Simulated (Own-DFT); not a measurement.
TiO₂ (rutile, atoms displaced) (calculated)

A calculation, not a measurement: plane-wave PBE density functional theory by an unreviewed code, no spin, of a simulated periodic cell, stress positive in tension, free energy of the whole cell less one offset for each atom, oxygen file: force components 24 meV/angstrom off all-electron in one glass; forces on such cells passed a denser k mesh, this cell's mesh not checked; offsets are fitted by least squares, one for each functional and potential file, so energies compare only between cells with the same atoms and settings and are not formation energies; the far tail of each file's local potential was reset to the Coulomb form; each entry is a single point on an unrelaxed cell, so the pressure reflects the starting lattice, mostly measured values (interpolated for alloys), from which strain is counted, and rises with the displacements; printed positions are rounded, which can move forces by about a meV/angstrom; the program, named Own-DFT, is a retired in-house code; no spin-orbit coupling; before rounding, a Quantum ESPRESSO 7.3.1 run of the same cell and cutoff gave forces within 1 meV/angstrom rms on each cell, which checks the program and not the settings. Program: Own-DFT development build.

Common to all runs: functional PBE; potential files PseudoDojo norm-conserving, scalar-relativistic, standard set; wave cutoff 72 hartree; occupations Fermi-Dirac; smearing width 0.1 eV; k mesh 3 x 3 x 3 centred on Gamma.

(1) TiO₂ (rutile, atoms displaced)

```
cell vectors (Å)
   9.1874     0.0000     0.0000
   0.0000     9.1874     0.0000
   0.0000     0.0000     8.8761
atoms (fractions of the cell vectors)
Ti  0.99845  0.99178  0.99621
Ti  0.24294  0.25929  0.16430
O   0.15189  0.14128  0.00141
O   0.34963  0.34887  0.00774
O   0.39590  0.09335  0.17283
O   0.09548  0.40568  0.17233
Ti  0.00109  0.00697  0.33471
Ti  0.25799  0.24969  0.49861
O   0.15040  0.15412  0.33346
O   0.34300  0.34422  0.34582
O   0.40184  0.10546  0.50762
O   0.10118  0.39883  0.50584
Ti  0.99975  0.98892  0.66410
Ti  0.25798  0.24386  0.83530
O   0.15612  0.15526  0.66519
O   0.35210  0.33955  0.66498
O   0.40630  0.09332  0.84255
O   0.09821  0.41510  0.82526
Ti  0.99659  0.50174  0.99830
Ti  0.25845  0.74856  0.16190
O   0.16034  0.64766  0.00658
O   0.34586  0.83842  0.01774
O   0.40042  0.60372  0.17999
O   0.09348  0.89592  0.15678
Ti  0.00257  0.50441  0.34362
Ti  0.24642  0.75533  0.49909
O   0.15042  0.65467  0.32916
O   0.35064  0.84909  0.32769
O   0.39944  0.60240  0.49850
O   0.10201  0.89531  0.49305
Ti  0.00118  0.49800  0.65692
Ti  0.24735  0.74445  0.83983
O   0.15225  0.64950  0.66485
O   0.34079  0.83358  0.66725
O   0.40047  0.59577  0.83505
O   0.10225  0.90273  0.84681
Ti  0.49878  0.00729  0.00575
Ti  0.74905  0.25352  0.16609
O   0.65392  0.15178  0.00492
O   0.85642  0.34012  0.99939
O   0.90007  0.09455  0.16900
O   0.59337  0.39778  0.17122
Ti  0.49583  0.99798  0.33282
Ti  0.76524  0.24764  0.50655
O   0.64435  0.15051  0.32441
O   0.84592  0.34557  0.34122
O   0.90693  0.09644  0.49008
O   0.60447  0.40468  0.50171
Ti  0.49579  0.00703  0.66346
Ti  0.75618  0.24528  0.83856
O   0.63837  0.15609  0.66391
O   0.84995  0.34983  0.66352
O   0.89154  0.09635  0.83717
O   0.59098  0.40626  0.83609
Ti  0.49451  0.50462  0.01052
Ti  0.75124  0.75300  0.16934
O   0.65819  0.65078  0.00353
O   0.84928  0.84925  0.99870
O   0.90680  0.60199  0.17336
O   0.60685  0.91068  0.16553
Ti  0.50140  0.50199  0.34027
Ti  0.75819  0.75007  0.49667
O   0.64760  0.64779  0.34453
O   0.85503  0.84858  0.34236
O   0.89207  0.60198  0.49906
O   0.59201  0.90477  0.50108
Ti  0.49267  0.50401  0.66963
Ti  0.74879  0.74451  0.83712
O   0.65915  0.64927  0.66699
O   0.84677  0.84366  0.66967
O   0.89776  0.59227  0.82986
O   0.59959  0.90833  0.84038
```

* free energy of cell above offsets: -16.434 eV
* pressure: 6.47 GPa
* stress xx: -6.28 GPa
* stress yy: -6.9 GPa
* stress zz: -6.25 GPa
* stress yz: 0.54 GPa
* stress xz: 0.61 GPa
* stress xy: 0.37 GPa

Force:
| element | x (eV/Å) | y (eV/Å) | z (eV/Å) |
| --- | --- | --- | --- |
| Ti | 0.075 | 0.567 | 2.663 |
| Ti | -0.381 | -1.046 | 0.809 |
| O | 0.911 | 1.988 | -0.227 |
| O | -0.471 | -0.112 | -0.477 |
| O | -0.119 | 0.525 | -0.59 |
| O | 0.193 | -0.462 | -0.288 |
| Ti | 0.882 | -0.352 | -3.196 |
| Ti | -0.824 | -0.405 | 0.327 |
| O | -0.056 | -0.299 | -0.114 |
| O | 0.853 | 1.042 | -1.951 |
| O | 0.148 | -1.214 | -0.655 |
| O | -0.922 | 0.905 | -0.597 |
| Ti | 0.431 | 0.295 | 0.362 |
| Ti | -1.091 | 0.015 | -0.748 |
| O | -1.121 | -1.254 | 1.322 |
| O | 0.215 | 0.8 | 1.069 |
| O | -1.405 | 0.986 | -0.586 |
| O | 0.564 | -1.119 | 0.943 |
| Ti | 0.266 | 0.273 | -0.44 |
| Ti | -2.185 | 0.166 | 2.566 |
| O | -1.191 | -0.936 | -0.982 |
| O | 1.909 | 1.965 | -3.275 |
| O | 1.162 | -1.486 | -0.844 |
| O | -0.13 | 0.423 | 0.797 |
| Ti | 0.56 | 0.437 | -1.898 |
| Ti | 0.962 | -1.105 | -0.311 |
| O | -0.754 | -0.962 | 1.146 |
| O | -0.283 | 0.002 | 0.927 |
| O | 0.312 | -0.783 | 0.26 |
| O | -1.343 | 1.537 | 1.277 |
| Ti | 0.706 | 0.337 | 2.24 |
| Ti | 0.194 | -0.19 | -1.141 |
| O | -0.546 | 0.167 | 0.348 |
| O | 0.89 | 1.584 | 0.675 |
| O | -0.32 | 0.465 | 0.577 |
| O | -0.03 | -0.334 | -2.404 |
| Ti | 0.821 | -0.838 | 0.069 |
| Ti | -0.242 | -1.029 | 1.721 |
| O | -0.13 | 0.535 | -0.51 |
| O | -0.203 | 0.553 | -0.13 |
| O | 0.005 | 0.293 | 0.228 |
| O | -0.118 | 0.73 | -0.564 |
| Ti | 0.888 | 0.394 | 0.163 |
| Ti | -2.422 | 0.66 | -1.048 |
| O | 0.852 | 0.51 | 0.481 |
| O | 0.456 | 0.348 | -0.506 |
| O | -0.25 | -0.165 | 2.264 |
| O | -0.798 | 0.164 | 0.019 |
| Ti | 1.345 | -1.222 | 0.26 |
| Ti | -1.327 | 0.424 | -0.327 |
| O | 1.358 | 0.32 | 0.397 |
| O | -0.366 | -0.828 | 0.596 |
| O | 0.869 | -0.562 | -1.491 |
| O | 0.437 | -0.24 | 0.504 |
| Ti | 0.939 | -0.586 | -0.946 |
| Ti | 0.171 | 0.271 | -0.103 |
| O | -0.594 | -0.178 | 0.683 |
| O | -0.757 | -0.974 | 0.364 |
| O | -0.568 | -0.107 | -0.429 |
| O | -0.054 | -0.922 | 0.38 |
| Ti | 0.472 | -0.638 | 1.311 |
| Ti | -1.99 | 0.48 | 0.664 |
| O | 0.945 | 1.181 | -1.163 |
| O | -0.819 | -0.464 | -0.734 |
| O | 1.709 | -1.344 | -0.035 |
| O | 0.169 | -0.125 | 0.465 |
| Ti | 1.502 | -0.518 | -0.368 |
| Ti | -0.989 | 0.144 | -0.751 |
| O | -0.784 | 0.175 | 0.418 |
| O | 1.398 | 1.382 | -0.028 |
| O | 0.144 | 0.396 | 0.791 |
| O | -0.129 | -0.639 | -0.23 |

(2) TiO₂ (rutile, atoms displaced)

```
cell vectors (Å)
   9.1874     0.0000     0.0000
   0.0000     9.1874     0.0000
   0.0000     0.0000     8.8761
atoms (fractions of the cell vectors)
Ti  0.00259  0.00107  0.00427
Ti  0.25080  0.25221  0.17698
O   0.15355  0.15025  0.00571
O   0.34013  0.34669  0.00201
O   0.40566  0.09307  0.16345
O   0.09806  0.40052  0.16489
Ti  0.99854  0.98346  0.33515
Ti  0.23167  0.24974  0.49784
O   0.14836  0.15131  0.33096
O   0.35441  0.34741  0.33352
O   0.40576  0.09868  0.50710
O   0.10203  0.39427  0.50065
Ti  0.99617  0.00574  0.66666
Ti  0.24283  0.25259  0.83641
O   0.16049  0.14472  0.67570
O   0.34817  0.34313  0.66637
O   0.40968  0.09686  0.83134
O   0.11058  0.40222  0.83643
Ti  0.00322  0.50395  0.98907
Ti  0.24686  0.74808  0.16310
O   0.15735  0.65804  0.99689
O   0.34348  0.85327  0.99561
O   0.39593  0.59221  0.15608
O   0.08794  0.89895  0.16667
Ti  0.99795  0.50303  0.32362
Ti  0.24204  0.75053  0.50022
O   0.14689  0.65518  0.33366
O   0.34981  0.85305  0.33319
O   0.39818  0.60002  0.50942
O   0.10502  0.89679  0.49242
Ti  0.99776  0.49173  0.65885
Ti  0.25011  0.74690  0.83565
O   0.16411  0.65181  0.66972
O   0.34350  0.84791  0.66323
O   0.40847  0.60622  0.83441
O   0.09894  0.89649  0.84430
Ti  0.48971  0.99524  0.00612
Ti  0.74917  0.24039  0.17071
O   0.65138  0.14880  0.00043
O   0.84996  0.34585  0.99732
O   0.90528  0.10070  0.17059
O   0.59798  0.39988  0.17031
Ti  0.49165  0.00956  0.34375
Ti  0.75404  0.25706  0.50091
O   0.64344  0.15617  0.33239
O   0.85737  0.35009  0.32468
O   0.90914  0.09998  0.50260
O   0.58648  0.41115  0.49735
Ti  0.50539  0.01050  0.65768
Ti  0.74947  0.24732  0.84177
O   0.66088  0.15358  0.66070
O   0.84586  0.34519  0.67216
O   0.90350  0.08712  0.83655
O   0.59403  0.40939  0.83465
Ti  0.49803  0.50145  0.99927
Ti  0.75396  0.75198  0.16500
O   0.65766  0.65346  0.00427
O   0.85048  0.84821  0.98795
O   0.90200  0.59245  0.16420
O   0.59499  0.90206  0.15956
Ti  0.49602  0.49788  0.33782
Ti  0.75438  0.75420  0.50217
O   0.65267  0.65682  0.33181
O   0.84617  0.84460  0.33750
O   0.89703  0.59759  0.51120
O   0.59121  0.90454  0.49702
Ti  0.50469  0.49701  0.66479
Ti  0.74699  0.74464  0.83213
O   0.64617  0.65773  0.66492
O   0.83841  0.84351  0.67225
O   0.90323  0.59621  0.83575
O   0.59981  0.90560  0.84046
```

- free energy of cell above offsets: -16.611 eV
- pressure: 6.93 GPa
- stress xx: -6.85 GPa
- stress yy: -7.02 GPa
- stress zz: -6.91 GPa
- stress yz: -0.07 GPa
- stress xz: -0.4 GPa
- stress xy: 0.74 GPa

Force:
| element | x (eV/Å) | y (eV/Å) | z (eV/Å) |
| --- | --- | --- | --- |
| Ti | 0.187 | -0.284 | -0.996 |
| Ti | 0.412 | -0.172 | -2.202 |
| O | -0.24 | -0.152 | -0.064 |
| O | 0.841 | 0.263 | 0.243 |
| O | -1.332 | 1.574 | 1.302 |
| O | -0.055 | 0.556 | 0.532 |
| Ti | 0.147 | 0.985 | -0.649 |
| Ti | 2.254 | -0.848 | 1.551 |
| O | 0.338 | -0.144 | 0.44 |
| O | -1.181 | -0.795 | 0.491 |
| O | -1.243 | 1.17 | -0.871 |
| O | -1.501 | 1.492 | 0.106 |
| Ti | 0.55 | -0.854 | 1.66 |
| Ti | 2.69 | -1.081 | 0.585 |
| O | -1.319 | -0.507 | -1.314 |
| O | -0.193 | 0.153 | -0.288 |
| O | -0.498 | 0.637 | -0.276 |
| O | -1.985 | 1.294 | -0.495 |
| Ti | -0.165 | -0.542 | 0.824 |
| Ti | 1.507 | 0.34 | 0.708 |
| O | -1.452 | -1.444 | 0.997 |
| O | -0.562 | -0.697 | 1.182 |
| O | -0.452 | 0.876 | 1.094 |
| O | 0.772 | -0.706 | 0.647 |
| Ti | 0.167 | 0.011 | -1.078 |
| Ti | 2.65 | -0.282 | 1.337 |
| O | -0.197 | -0.565 | -0.616 |
| O | -0.7 | -0.634 | -0.609 |
| O | 0.275 | -0.457 | -1.175 |
| O | -1.985 | 1.545 | 0.646 |
| Ti | 0.308 | 1.287 | 0.747 |
| Ti | 1.198 | 1.319 | -2.156 |
| O | -2.134 | -1.476 | -0.431 |
| O | 0.31 | 0.535 | -0.046 |
| O | -0.001 | -0.588 | 0.351 |
| O | -0.608 | 0.752 | -1.012 |
| Ti | 1.03 | -0.353 | -1.951 |
| Ti | -0.561 | 0.433 | -0.943 |
| O | 1.011 | 1.119 | -0.152 |
| O | 0.089 | -0.002 | -0.323 |
| O | -0.369 | -0.354 | 0.422 |
| O | 0.014 | 0.256 | -0.037 |
| Ti | -0.082 | -1.638 | -1.893 |
| Ti | -0.368 | -0.511 | -0.166 |
| O | 1.375 | 0.731 | 0.795 |
| O | -0.986 | -0.608 | 1.298 |
| O | -0.471 | 0.19 | -0.122 |
| O | 2.585 | -1.984 | 0.025 |
| Ti | -0.616 | -1.718 | 3.831 |
| Ti | -0.866 | -0.269 | 1.174 |
| O | 0.133 | 0.447 | -0.406 |
| O | 0.817 | 0.698 | -0.71 |
| O | -0.499 | 1.192 | -1.109 |
| O | 1.201 | -1.397 | -0.109 |
| Ti | -0.087 | -0.15 | 0.149 |
| Ti | -1.989 | 0.485 | -0.974 |
| O | -0.323 | -0.578 | 0.253 |
| O | -0.056 | -0.284 | 1.359 |
| O | 0.354 | 0.36 | 0.055 |
| O | 1.222 | -0.662 | 1.035 |
| Ti | 0.061 | 1.643 | -1.254 |
| Ti | -2.039 | -0.526 | 0.356 |
| O | 0.011 | -0.295 | 0.046 |
| O | 0.791 | 0.751 | -0.165 |
| O | 1.058 | -0.855 | -0.298 |
| O | 1.156 | -0.428 | -0.172 |
| Ti | -1.83 | 0.957 | 0.956 |
| Ti | -1.653 | 1.431 | 0.876 |
| O | 0.299 | -0.492 | -0.364 |
| O | 1.705 | 1.328 | -1.027 |
| O | 0.658 | -0.734 | -0.764 |
| O | 0.423 | -0.744 | -0.857 |

(3) TiO₂ (rutile, atoms displaced)

```
cell vectors (Å)
   9.1874     0.0000     0.0000
   0.0000     9.1874     0.0000
   0.0000     0.0000     8.8761
atoms (fractions of the cell vectors)
Ti  0.00567  0.00460  0.00358
Ti  0.24488  0.25017  0.15779
O   0.14920  0.15904  0.00493
O   0.35098  0.34977  0.01442
O   0.39501  0.09052  0.16413
O   0.09299  0.40077  0.16330
Ti  0.00652  0.98995  0.33150
Ti  0.25255  0.25026  0.50336
O   0.15803  0.15821  0.32980
O   0.35370  0.34682  0.32429
O   0.39586  0.10342  0.49367
O   0.09632  0.39893  0.50390
Ti  0.99973  0.00127  0.67440
Ti  0.24170  0.24694  0.84080
O   0.15563  0.14744  0.67276
O   0.33955  0.35528  0.66294
O   0.41175  0.10174  0.83093
O   0.10740  0.40382  0.83422
Ti  0.99793  0.49096  0.99532
Ti  0.24847  0.74920  0.16885
O   0.15156  0.65683  0.99182
O   0.34694  0.84076  0.01227
O   0.40047  0.59665  0.16719
O   0.09288  0.89928  0.17227
Ti  0.00952  0.49860  0.34074
Ti  0.25384  0.75832  0.49187
O   0.15221  0.64819  0.33389
O   0.35528  0.85457  0.33485
O   0.40891  0.60241  0.50453
O   0.10437  0.90520  0.49006
Ti  0.00551  0.49659  0.66936
Ti  0.25006  0.74813  0.83890
O   0.14089  0.65645  0.66798
O   0.34376  0.84637  0.66166
O   0.40356  0.60761  0.83976
O   0.09735  0.90612  0.84049
Ti  0.50538  0.98643  0.00101
Ti  0.75193  0.24848  0.16780
O   0.65382  0.15208  0.01376
O   0.85628  0.35148  0.98895
O   0.91516  0.09274  0.16560
O   0.59633  0.39889  0.17063
Ti  0.50494  0.00453  0.33783
Ti  0.75608  0.25373  0.49667
O   0.65072  0.15212  0.33123
O   0.84776  0.35275  0.32838
O   0.90104  0.09860  0.50657
O   0.60387  0.40070  0.49859
Ti  0.50163  0.00748  0.66399
Ti  0.74637  0.25377  0.83164
O   0.65318  0.15476  0.65559
O   0.84603  0.34908  0.66333
O   0.89559  0.11013  0.83311
O   0.59130  0.40722  0.83258
Ti  0.50009  0.50246  0.99707
Ti  0.75525  0.75035  0.16553
O   0.64421  0.64975  0.00311
O   0.85375  0.84638  0.98973
O   0.90389  0.59712  0.16788
O   0.59558  0.90539  0.16015
Ti  0.50688  0.49500  0.33474
Ti  0.75279  0.75021  0.49953
O   0.66192  0.65715  0.32533
O   0.84079  0.85021  0.32984
O   0.90926  0.60912  0.49951
O   0.60163  0.90795  0.50274
Ti  0.50315  0.50267  0.67405
Ti  0.74541  0.74131  0.83498
O   0.64631  0.65704  0.66056
O   0.85173  0.84999  0.65361
O   0.90371  0.60041  0.82842
O   0.60297  0.91038  0.82624
```

- free energy of cell above offsets: -17.039 eV
- pressure: 6.06 GPa
- stress xx: -5.88 GPa
- stress yy: -5.99 GPa
- stress zz: -6.3 GPa
- stress yz: 0.1 GPa
- stress xz: 0.01 GPa
- stress xy: -0.24 GPa

Force:
| element | x (eV/Å) | y (eV/Å) | z (eV/Å) |
| --- | --- | --- | --- |
| Ti | -1.409 | -0.994 | -0.271 |
| Ti | 1.804 | 0.191 | 3.753 |
| O | -0.663 | -0.998 | -1.595 |
| O | -0.129 | -0.044 | -1.916 |
| O | 0.494 | -0.006 | -0.199 |
| O | 0.076 | 0.31 | -0.017 |
| Ti | -0.648 | 1.545 | 1.315 |
| Ti | 0.309 | 0.142 | -1.401 |
| O | -1.055 | -0.679 | 0.595 |
| O | -0.157 | 0.447 | 1.089 |
| O | 0.962 | -0.711 | 0.447 |
| O | -0.24 | 0.094 | -0.163 |
| Ti | -0.861 | -0.1 | -1.054 |
| Ti | 2.072 | -0.001 | -1.783 |
| O | 0.032 | 0.292 | 0.178 |
| O | 0.64 | 0.005 | 0.747 |
| O | -1.035 | 0.487 | 0.259 |
| O | -0.426 | 0.03 | -0.089 |
| Ti | 0.134 | 1.605 | 1.862 |
| Ti | 0.761 | -1.096 | -0.426 |
| O | -0.374 | -0.467 | 1.023 |
| O | 0.412 | 0.837 | -1 |
| O | -0.054 | 0.326 | 0.062 |
| O | 0.956 | -0.67 | -1.061 |
| Ti | -0.924 | 0.355 | -1.008 |
| Ti | 0.829 | -0.643 | 1.839 |
| O | 0.556 | 0.432 | -0.068 |
| O | -1.048 | -1.205 | -0.385 |
| O | -0.213 | -0.259 | -0.369 |
| O | -0.294 | 0.06 | 0.934 |
| Ti | 0.018 | 1.56 | -0.734 |
| Ti | -0.492 | 0.283 | -1.469 |
| O | 0.829 | -0.058 | 0.132 |
| O | 0.352 | 0.56 | 0.301 |
| O | 0.302 | -0.756 | -0.556 |
| O | 0.18 | 0.346 | -0.409 |
| Ti | -0.879 | 1.409 | 0.139 |
| Ti | -0.441 | 0.023 | 0.19 |
| O | 0.347 | 0.43 | -1.192 |
| O | -1.38 | -0.829 | 0.309 |
| O | -1.483 | 1.377 | 0.055 |
| O | 0.812 | 0.134 | -0.706 |
| Ti | -0.611 | 0.274 | -1.114 |
| Ti | 0.415 | -0.438 | -0.005 |
| O | 0.815 | 0.398 | -0.36 |
| O | 0.14 | -0.35 | 0.238 |
| O | 0.565 | -0.076 | -0.292 |
| O | -0.564 | 0.627 | 0.468 |
| Ti | -0.369 | -0.22 | 0.53 |
| Ti | -0.036 | -0.981 | -0.408 |
| O | -0.216 | 0.285 | 0.969 |
| O | 0.092 | 0.371 | 0.796 |
| O | 0.94 | -1.135 | -0.001 |
| O | 0.973 | -1.012 | 0.307 |
| Ti | -1.003 | -0.186 | 2.156 |
| Ti | 0.676 | -0.44 | 0.494 |
| O | 1.199 | 0.91 | -0.763 |
| O | -0.661 | -0.111 | 0.001 |
| O | 0.006 | 0.256 | -0.541 |
| O | 0.923 | -0.721 | 0.829 |
| Ti | -1.071 | 0.017 | 0.156 |
| Ti | 0.153 | 0.067 | -0.368 |
| O | -1.061 | -0.768 | 0.268 |
| O | 0.904 | 0.853 | -0.107 |
| O | 0.005 | -1.157 | -0.098 |
| O | -0.41 | 0.026 | -0.4 |
| Ti | -1.453 | 0.354 | -2.529 |
| Ti | 0.753 | 0.742 | -0.071 |
| O | 0.487 | -0.124 | 0.773 |
| O | 0.078 | 0.007 | 1.259 |
| O | -0.557 | -0.313 | 0.226 |
| O | 0.218 | -0.921 | 0.232 |
